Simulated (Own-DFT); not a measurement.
## Calculated data, Hf₃₆O₇₁ (tetragonal hafnia with one neutral oxygen vacancy, atoms displaced)

A calculation, not a measurement: plane-wave PBE and HSE06 DFT by an unreviewed code, no spin, of a simulated cell at Gamma alone, so results move with cell size and shape, stress positive in tension, energies less offsets, not probed for a lower state with spin; hafnium file: forces about 75 meV/angstrom off all-electron values; oxygen file: force components 24 meV/angstrom off all-electron in a glass; k mesh not checked against a denser one; forces and stress are PBE's, HSE06 gives the energy alone, and its difference from PBE has offsets of its own; offsets are fitted by least squares, one for each functional and potential file, so energies compare only between cells with the same atoms and settings and are not formation energies; the far tail of each file's local potential was reset to the Coulomb form; each entry is a single point on an unrelaxed cell, so the pressure reflects the starting lattice, taken from the Materials Project, from which strain is counted, and rises with the displacements; printed positions are rounded, which can move forces by about a meV/angstrom; the program is a retired in-house code; no spin-orbit coupling. Program: Own-DFT development build.

Settings shared by all entries: first functional PBE; second functional HSE06; exact exchange share 0.25; screening 0.11 1/bohr; exchange divergence Gygi-Baldereschi; potential files PseudoDojo norm-conserving, scalar-relativistic, made for PBE, standard set; wave cutoff 48 hartree; occupations fixed; k mesh 1 x 1 x 1 centred on Gamma.

(1) Hf₃₆O₇₁ (tetragonal hafnia with one neutral oxygen vacancy, atoms displaced)

```
cell vectors (Å)
  10.7800     0.0000     0.0000
   0.0000    10.7800     0.0000
   0.0000     0.0000    10.4493
atoms (fractions of the cell vectors)
Hf  0.00231  0.99274  0.99715
Hf  0.17147  0.18287  0.25149
O   0.99837  0.17855  0.15933
O   0.17106  0.00171  0.36454
O   0.98928  0.17215  0.39792
O   0.16960  0.98938  0.09027
Hf  0.99909  0.99641  0.48780
Hf  0.16357  0.15648  0.74815
O   0.01184  0.16130  0.65486
O   0.16435  0.99987  0.83913
O   0.00056  0.17924  0.89492
O   0.16276  0.98908  0.59596
Hf  0.99655  0.33993  0.99459
Hf  0.16891  0.49942  0.24943
O   0.00448  0.49522  0.15688
O   0.17575  0.32758  0.34143
O   0.99722  0.50461  0.41494
O   0.16560  0.32583  0.07662
Hf  0.99675  0.33780  0.49231
Hf  0.17163  0.49690  0.74836
O   0.99529  0.50699  0.65364
O   0.17451  0.33503  0.85172
O   0.01269  0.49212  0.90820
O   0.17126  0.33738  0.59208
Hf  0.00665  0.67545  0.00196
Hf  0.16146  0.83678  0.23374
O   0.99721  0.83042  0.14611
O   0.16496  0.66975  0.35685
O   0.99199  0.82237  0.39518
O   0.15518  0.67279  0.10848
Hf  0.99345  0.67018  0.49556
Hf  0.15801  0.81123  0.75118
O   0.99377  0.82946  0.65966
O   0.17582  0.67336  0.84364
O   0.98925  0.83796  0.90753
O   0.16933  0.66746  0.58509
Hf  0.33801  0.00029  0.00571
Hf  0.49348  0.17071  0.24984
O   0.34967  0.18103  0.14885
O   0.50015  0.00311  0.35370
O   0.32791  0.17119  0.40940
O   0.49337  0.99840  0.08868
Hf  0.33472  0.99548  0.49081
Hf  0.49878  0.16187  0.75136
O   0.32875  0.17113  0.64267
O   0.50761  0.00286  0.82575
O   0.32798  0.16085  0.91461
O   0.50884  0.99879  0.59582
Hf  0.33619  0.33554  0.00733
Hf  0.49073  0.50541  0.24680
O   0.33425  0.50283  0.16081
O   0.50664  0.33304  0.34580
O   0.33214  0.50272  0.40802
O   0.50291  0.33926  0.09591
Hf  0.32275  0.33004  0.49858
Hf  0.50638  0.50071  0.74007
O   0.33465  0.49439  0.65224
O   0.49861  0.33151  0.85538
O   0.34219  0.50184  0.90675
O   0.49567  0.33811  0.59939
Hf  0.32247  0.66958  0.00308
Hf  0.48776  0.82360  0.23945
O   0.33301  0.83036  0.16904
O   0.51170  0.66154  0.35254
O   0.32469  0.82272  0.41285
O   0.48959  0.67558  0.10361
Hf  0.33212  0.67876  0.50136
Hf  0.49204  0.83274  0.75079
O   0.33909  0.84080  0.65699
O   0.51042  0.65193  0.86336
O   0.33177  0.82479  0.89366
O   0.49325  0.66909  0.60374
Hf  0.66716  0.98171  0.99742
Hf  0.83419  0.17483  0.24077
O   0.67822  0.17100  0.13980
O   0.83130  0.00974  0.34727
O   0.66478  0.16315  0.40470
O   0.83981  0.00403  0.10102
Hf  0.67618  0.01477  0.49537
Hf  0.83698  0.16150  0.74905
O   0.66483  0.17688  0.65383
O   0.82171  0.99584  0.84709
O   0.66794  0.17631  0.90330
O   0.83186  0.99878  0.58704
Hf  0.64982  0.32372  0.99231
Hf  0.82989  0.49225  0.26362
O   0.67060  0.50528  0.15334
O   0.82623  0.33704  0.33815
O   0.66712  0.48993  0.40187
O   0.82794  0.34034  0.09508
Hf  0.67077  0.33863  0.49416
Hf  0.82856  0.50237  0.74433
O   0.67160  0.50623  0.65923
O   0.83580  0.33504  0.86073
O   0.65490  0.49374  0.89904
O   0.82660  0.34105  0.59949
Hf  0.67980  0.67186  0.01200
Hf  0.82455  0.82914  0.24942
O   0.66889  0.83007  0.15474
O   0.83925  0.67058  0.35958
O   0.68440  0.83400  0.41626
O   0.84195  0.65771  0.10627
Hf  0.67167  0.67150  0.50296
Hf  0.82354  0.84733  0.74791
O   0.66816  0.83096  0.64244
O   0.66050  0.83296  0.90301
O   0.83920  0.65538  0.60750
```

The calculation gives: PBE energy of cell above offsets -86.159 eV; HSE06 less PBE above offsets 0.582 eV; PBE pressure 6.66 GPa; PBE stress xx -6.35 GPa; PBE stress yy -7.36 GPa; PBE stress zz -6.26 GPa; PBE stress yz 1.75 GPa; PBE stress xz -2.36 GPa; PBE stress xy 0.6 GPa.

Force:
| element | x (eV/Å) | y (eV/Å) | z (eV/Å) |
| --- | --- | --- | --- |
| Hf | -0.146 | 3.48 | 0.32 |
| Hf | -1.049 | -4.184 | -2.132 |
| O | 2.16 | -0.662 | -0.609 |
| O | -0.636 | -0.04 | -3.299 |
| O | 0.985 | 0.176 | 0.726 |
| O | -0.053 | 0.035 | 1.216 |
| Hf | 1.233 | 0.296 | 0.699 |
| Hf | 2.126 | 1.546 | 0.729 |
| O | -3.49 | 0.322 | -1.728 |
| O | -0.54 | -2.3 | 1.42 |
| O | -0.211 | -3.311 | 0.311 |
| O | 0.104 | 0.196 | -0.631 |
| Hf | -2.291 | -1.7 | 1.23 |
| Hf | -1.008 | 1.931 | 1.457 |
| O | 0.356 | -0.118 | 1.003 |
| O | -0.881 | 3.779 | 1.328 |
| O | 0.195 | -1.943 | -2.06 |
| O | 1.088 | -0.11 | 3.612 |
| Hf | -0.067 | -0.597 | 2.859 |
| Hf | -0.287 | -2.05 | -0.18 |
| O | 1.916 | -0.946 | 0.642 |
| O | 0.45 | -0.116 | -2.147 |
| O | 0.268 | 4.762 | -1.138 |
| O | -3.617 | 0.502 | 0.258 |
| Hf | -3.595 | -2.576 | -0.461 |
| Hf | -1.612 | -0.357 | 4.35 |
| O | -0.314 | 0.681 | -0.119 |
| O | -0.149 | -0.617 | -2.753 |
| O | 0.529 | 3.551 | -0.535 |
| O | 2.874 | -0.163 | -0.403 |
| Hf | 0.894 | -0.365 | 1.966 |
| Hf | 0.853 | 7.629 | -4.758 |
| O | -0.483 | -0.081 | -0.476 |
| O | -0.695 | -5.323 | 3.768 |
| O | 0.594 | -1.58 | -1.293 |
| O | -1.118 | 0.665 | 2.741 |
| Hf | -2.416 | 0.425 | -3.609 |
| Hf | 4.4 | 0.269 | 1.995 |
| O | -3.932 | -0.987 | 0.134 |
| O | -0.985 | -1.064 | -1.99 |
| O | 0.379 | -1.679 | -2.63 |
| O | 2.604 | -0.871 | 1.287 |
| Hf | 0.106 | 0.919 | 2.756 |
| Hf | -0.257 | 3.571 | -2.345 |
| O | 0.47 | -0.832 | 1.461 |
| O | -0.021 | -2.039 | 3.583 |
| O | 0.711 | -0.28 | -0.528 |
| O | -0.984 | 0.243 | -0.608 |
| Hf | 0.145 | -0.02 | -3.34 |
| Hf | 3.699 | -1.344 | 1.616 |
| O | -2.333 | -0.143 | -1.883 |
| O | -0.712 | 0.026 | -0.758 |
| O | -0.02 | -0.046 | -1.126 |
| O | -1.679 | 0.334 | 2.176 |
| Hf | 3.763 | 1.917 | 1.712 |
| Hf | -1.136 | -0.418 | 2.365 |
| O | -0.825 | 0.572 | 0.832 |
| O | -0.961 | -0.766 | -1.071 |
| O | -1.564 | 1.09 | 0.99 |
| O | 1.103 | 0.08 | -0.855 |
| Hf | 2.852 | -2.008 | -1.757 |
| Hf | 4.39 | -0.009 | 3.816 |
| O | -2.857 | 0.493 | -2.944 |
| O | -0.301 | 1.698 | -0.471 |
| O | 1.058 | 4.445 | -3.465 |
| O | 0.252 | 0.218 | 0.201 |
| Hf | 0.475 | -5.379 | 1.835 |
| Hf | 1.779 | -2.161 | -0.655 |
| O | -2.214 | -0.439 | -0.798 |
| O | -0.842 | 2.822 | -1.321 |
| O | 0.615 | 1.562 | 2.029 |
| O | 1.486 | -0.131 | 0.008 |
| Hf | 0.93 | 5.029 | 1.116 |
| Hf | -0.542 | -0.835 | -0.461 |
| O | -2.958 | -0.85 | 1.28 |
| O | 0.409 | -1.508 | -0.889 |
| O | 0.204 | 3.496 | -1.708 |
| O | -0.647 | -1.123 | -1.194 |
| Hf | -2.663 | -2.87 | 0.787 |
| Hf | -0.304 | 3.015 | 0.867 |
| O | 1.119 | -0.884 | 0.285 |
| O | 0.201 | 2.137 | 1.013 |
| O | 0.006 | -5.314 | -2.177 |
| O | 2.021 | 0.468 | 2.397 |
| Hf | 3.638 | 3.658 | 0.753 |
| Hf | -0.36 | 3.35 | -4.082 |
| O | -1.248 | 1.283 | 0.792 |
| O | 0.628 | -2.607 | 3.053 |
| O | 0.699 | 3.181 | -0.169 |
| O | 0.647 | 0.102 | 0.832 |
| Hf | -2.79 | -2.546 | 1.691 |
| Hf | 1.311 | -0.579 | 2.717 |
| O | -1.211 | 0.063 | -2.413 |
| O | 0.072 | -0.232 | -2.814 |
| O | 1.756 | 1.042 | 0.614 |
| O | 2.251 | -0.603 | -0.585 |
| Hf | -1.907 | -4.15 | -2.05 |
| Hf | 2.074 | 1.072 | 2.632 |
| O | -1.53 | 0.36 | -1.261 |
| O | -1.307 | -1.413 | -0.862 |
| O | -0.073 | 0.442 | -2.138 |
| O | 0.423 | 1.374 | -0.601 |
| Hf | -0.427 | -0.126 | 0.786 |
| Hf | 0.184 | -3.936 | -1.804 |
| O | -0.133 | -0.606 | 2.02 |
| O | 0.447 | -1.323 | -0.495 |
| O | -1.539 | 0.951 | -0.491 |

(2) Hf₃₆O₇₁ (tetragonal hafnia with one neutral oxygen vacancy, atoms displaced)

```
cell vectors (Å)
  10.7800     0.0000     0.0000
   0.0000    10.7800     0.0000
   0.0000     0.0000    10.4493
atoms (fractions of the cell vectors)
Hf  0.00276  0.99220  0.98452
Hf  0.16871  0.16525  0.25281
O   0.00510  0.16659  0.14354
O   0.17082  0.99571  0.35609
O   0.99133  0.16673  0.41125
O   0.15463  0.99558  0.09759
Hf  0.00612  0.99468  0.47848
Hf  0.17622  0.16417  0.75415
O   0.99963  0.17241  0.65110
O   0.18227  0.99529  0.84525
O   0.00831  0.16395  0.90755
O   0.16516  0.98878  0.59985
Hf  0.00057  0.34899  0.00426
Hf  0.15398  0.48903  0.24791
O   0.01097  0.49298  0.14662
O   0.16142  0.33528  0.33892
O   0.00379  0.49718  0.40253
O   0.16477  0.33805  0.10515
Hf  0.99915  0.32929  0.49183
Hf  0.16644  0.49734  0.74010
O   0.99874  0.50097  0.66009
O   0.16431  0.33156  0.84189
O   0.00062  0.49487  0.90248
O   0.16627  0.34525  0.60079
Hf  0.99493  0.68134  0.00415
Hf  0.15679  0.83162  0.24443
O   0.99527  0.83361  0.13895
O   0.17144  0.65356  0.34970
O   0.99840  0.83841  0.39581
Hf  0.01272  0.66292  0.51365
Hf  0.16622  0.83957  0.75506
O   0.99225  0.83550  0.65510
O   0.15020  0.66503  0.84478
O   0.00047  0.83950  0.91271
O   0.16373  0.65742  0.60742
Hf  0.34505  0.00287  0.98947
Hf  0.48992  0.17137  0.24219
O   0.34275  0.17028  0.15376
O   0.50250  0.00411  0.34999
O   0.31113  0.17186  0.39868
O   0.49575  0.00487  0.09555
Hf  0.33806  0.01273  0.50286
Hf  0.48978  0.16561  0.75199
O   0.33199  0.16534  0.66041
O   0.50325  0.98944  0.84456
O   0.33987  0.17466  0.90008
O   0.49120  0.99978  0.59104
Hf  0.32651  0.32858  0.00108
Hf  0.49298  0.49701  0.24768
O   0.34571  0.49848  0.14935
O   0.50036  0.34365  0.34371
O   0.33018  0.49004  0.40345
O   0.50576  0.34148  0.10402
Hf  0.34237  0.32739  0.49223
Hf  0.50376  0.51068  0.75385
O   0.33140  0.49463  0.66766
O   0.51622  0.32660  0.85453
O   0.34307  0.49765  0.89203
O   0.49698  0.32653  0.59677
Hf  0.34115  0.66520  0.99209
Hf  0.49418  0.83269  0.25266
O   0.34280  0.83545  0.16020
O   0.49688  0.67008  0.35439
O   0.33609  0.84317  0.40525
O   0.50367  0.67140  0.11117
Hf  0.34763  0.66565  0.50711
Hf  0.50098  0.82996  0.74685
O   0.34205  0.82374  0.63537
O   0.50109  0.66450  0.85308
O   0.34363  0.82410  0.90491
O   0.49792  0.66398  0.59631
Hf  0.68007  0.99446  0.00607
Hf  0.83519  0.17931  0.24409
O   0.66135  0.15824  0.13613
O   0.82964  0.01376  0.34614
O   0.66059  0.15839  0.38926
O   0.82785  0.00136  0.09959
Hf  0.67475  0.99552  0.50694
Hf  0.82606  0.16394  0.74839
O   0.66200  0.15792  0.65963
O   0.82246  0.99207  0.85900
O   0.65840  0.16393  0.90574
O   0.83345  0.98877  0.59255
Hf  0.66326  0.32970  0.00418
Hf  0.84930  0.49699  0.24129
O   0.67743  0.50026  0.15399
O   0.82914  0.31295  0.34259
O   0.67429  0.50073  0.40118
O   0.84245  0.33452  0.07301
Hf  0.67385  0.33403  0.50328
Hf  0.83253  0.50178  0.75178
O   0.67346  0.50478  0.64730
O   0.84480  0.33511  0.83471
O   0.66417  0.49784  0.89949
O   0.82576  0.32316  0.57811
Hf  0.66186  0.65581  0.01245
Hf  0.83668  0.83596  0.24417
O   0.68422  0.83715  0.15131
O   0.83686  0.66054  0.34698
O   0.66481  0.83448  0.41296
O   0.84326  0.66440  0.10174
Hf  0.68022  0.65878  0.51061
Hf  0.84378  0.83150  0.74452
O   0.66228  0.82909  0.63758
O   0.82915  0.67002  0.85657
O   0.66006  0.84214  0.90516
O   0.83609  0.66872  0.60176
```

The calculation gives: PBE energy of cell above offsets -86.394 eV; HSE06 less PBE above offsets 0.506 eV; PBE pressure 6.26 GPa; PBE stress xx -7.89 GPa; PBE stress yy -4.93 GPa; PBE stress zz -5.96 GPa; PBE stress yz -1.51 GPa; PBE stress xz -3.31 GPa; PBE stress xy -0.16 GPa.

Force:
| element | x (eV/Å) | y (eV/Å) | z (eV/Å) |
| --- | --- | --- | --- |
| Hf | -1.525 | 7.003 | 4.605 |
| Hf | -1.508 | -0.853 | -1.582 |
| O | -0.184 | 0.6 | 2.449 |
| O | -1.161 | 0.97 | -1.481 |
| O | 1.398 | -0.173 | -2.117 |
| O | 2.755 | -0.093 | 0.228 |
| Hf | -0.721 | 2.101 | 3.214 |
| Hf | -4.689 | 1.46 | -0.463 |
| O | 0.291 | -0.184 | 0.788 |
| O | -0.033 | 0.709 | 1.066 |
| O | 0.074 | -0.334 | -1.066 |
| O | 0.162 | 0.25 | 0.304 |
| Hf | 2.865 | -3.806 | -3.172 |
| Hf | 5.015 | 2.598 | 1.565 |
| O | -2.876 | 0.903 | -0.934 |
| O | -0.738 | -2.212 | 1.53 |
| O | -0.743 | 0.074 | -0.539 |
| O | 1.83 | -0.556 | -0.908 |
| Hf | 1.205 | -0.377 | 2.697 |
| Hf | -0.435 | -0.476 | 2.173 |
| O | -1.607 | 0.267 | -1.861 |
| O | 1.1 | -0.168 | 1.297 |
| O | -0.423 | 2.799 | -0.149 |
| O | 0.199 | -0.93 | -1.825 |
| Hf | 2.252 | -2.521 | -1.399 |
| Hf | 2.417 | -0.516 | 0.498 |
| O | 0.631 | -0.569 | 1.079 |
| O | -0.944 | 2.037 | -0.763 |
| O | 0.418 | -2.989 | -0.927 |
| Hf | -1.57 | -0.29 | -2.268 |
| Hf | 1.089 | -2.401 | -2.357 |
| O | 4.06 | -0.677 | -0.958 |
| O | 0.857 | 1.182 | 0.601 |
| O | 0.264 | -3.499 | -4.936 |
| O | 1.576 | 0.788 | -0.451 |
| Hf | 0.049 | -1.687 | 1.608 |
| Hf | 6.907 | -1.385 | 2.569 |
| O | -5.193 | 0.245 | -2.445 |
| O | -1.486 | 0.43 | -1.137 |
| O | 1.237 | -0.372 | -0.09 |
| O | 0.183 | -0.406 | -0.196 |
| Hf | -1.195 | -3.214 | -1.626 |
| Hf | 3.949 | 0.261 | 0.928 |
| O | -0.48 | -0.131 | -2.134 |
| O | -2.169 | 1.901 | -0.338 |
| O | -0.367 | -1.668 | -0.02 |
| O | 2.06 | 0.352 | 1.808 |
| Hf | 0.904 | 2.997 | 0.214 |
| Hf | 2.157 | 1.939 | 1.472 |
| O | -3.618 | 0.366 | -1.265 |
| O | -0.647 | -2.774 | 1.041 |
| O | 0.53 | 0.778 | 0.413 |
| O | -1.225 | -0.425 | -0.473 |
| Hf | -0.906 | 2.809 | 1.425 |
| Hf | -0.538 | -2.921 | -0.191 |
| O | 2.427 | 0.809 | -2.174 |
| O | -1.071 | 1.235 | -1.056 |
| O | -0.393 | -0.085 | 2.062 |
| O | 0.855 | -0.074 | 0.302 |
| Hf | -0.757 | -1.483 | 1.92 |
| Hf | 1.942 | 0.9 | 2.408 |
| O | -3.553 | -0.298 | -1.59 |
| O | -0.582 | -1.041 | -0.124 |
| O | -0.028 | -1.21 | -0.116 |
| O | -0.163 | -0.236 | -1.374 |
| Hf | -2.662 | 0.87 | -3.238 |
| Hf | 1.167 | 0.539 | -0.308 |
| O | -1.651 | 0.139 | 2.888 |
| O | 0.428 | 0.782 | 0.316 |
| O | -0.889 | 1.592 | -0.951 |
| O | 2.959 | -1.323 | 2.307 |
| Hf | -2.721 | 1.273 | -0.972 |
| Hf | -0.985 | -7.283 | -3.688 |
| O | 0.454 | 2.002 | 1.856 |
| O | 1.076 | -1.886 | -0.242 |
| O | 0.066 | 1.994 | 1.89 |
| O | 4.257 | -0.214 | 0.756 |
| Hf | -2.151 | 0.886 | -2.687 |
| Hf | 1.395 | -0.112 | 0.92 |
| O | 0.134 | 0.113 | -0.712 |
| O | 1.578 | 0.852 | -2.105 |
| O | 1.206 | -0.006 | -0.683 |
| O | 1.883 | 0.417 | 1.42 |
| Hf | -0.719 | -1.364 | -1.57 |
| Hf | -3.136 | 1.647 | 2.086 |
| O | -0.245 | 0.128 | -0.416 |
| O | 0.463 | 7.376 | 1.941 |
| O | 0.268 | -0.973 | 0.606 |
| O | -3.187 | 0.085 | 3.285 |
| Hf | -4.588 | -0.867 | -3.508 |
| Hf | 0.754 | 0.403 | 1.483 |
| O | -0.844 | -0.462 | 0.486 |
| O | -0.894 | -0.827 | -0.619 |
| O | 0.214 | 0.557 | 0.385 |
| O | 3.571 | 0.215 | 2.501 |
| Hf | 1.506 | 1.628 | -1.074 |
| Hf | -0.763 | 0.654 | 2.299 |
| O | -2.928 | -0.908 | -0.104 |
| O | 0.294 | 0.339 | -0.455 |
| O | 0.808 | -1.017 | -1.372 |
| O | -1.601 | -0.982 | 0.619 |
| Hf | -1.807 | 1.384 | -3.217 |
| Hf | -5.214 | 0.391 | 1.554 |
| O | 0.424 | -0.105 | 2.779 |
| O | 0.548 | -0.121 | -0.738 |
| O | -0.5 | -3.549 | -0.315 |
| O | 1.904 | 0.008 | 0.836 |
